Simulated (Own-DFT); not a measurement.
# Same atoms, different arrangement: C36Si36, 72 atoms

The numbers are computed, not measured, by runs of the plane-wave DFT program Own-DFT (in-house, retired, unreviewed) at fixed positions, with no spin and no spin-orbit coupling.

Method: PBE; PseudoDojo norm-conserving scalar-relativistic files; cutoff 42 hartree; 4 x 4 x 3 k mesh centred on Gamma; Fermi-Dirac smearing of 0.1 eV.

Limits: forces on such cells passed a denser k mesh, each cell not checked; stress not checked against mesh or cutoff.

All cells hold the same atoms in the same cell, with vectors in Å (9.248, 0.000, 0.000); (-4.624, 8.009, 0.000); (0.000, 0.000, 10.068). Atoms are randomly off their ideal sites, by an rms of u per axis. E is the free energy of the cell above the lowest run. The arrangements:

- A: 2H SiC
- B: 4H SiC

```
arrangement,u (Å),E (eV),P (GPa)
A,0.0306,0.898,3.91
A,0.0307,1.000,3.97
A,0.0313,1.038,3.92
A,0.0606,7.312,6.05
A,0.0609,9.506,6.98
A,0.0613,8.277,6.33
B,0.0279,0.000,3.57
B,0.0300,0.516,3.70
B,0.0317,0.548,3.76
B,0.0546,6.102,5.56
B,0.0617,7.898,5.94
B,0.0670,10.800,7.05
```

Question: once the cost of the random moves is taken out, how do the arrangements rank?

## Worked answer

Fit E = a + b u², with one b for all and one a for each arrangement, and with residuals divided by u², since the noise grows with the moves. Then b = 2712 eV/Å², the scatter at u = 0.04 Å is 0.26 eV, and against A:

- B: -0.45 ± 0.12 eV (lower)

The cells share one lattice and weren't relaxed, which can shift such small differences either way.
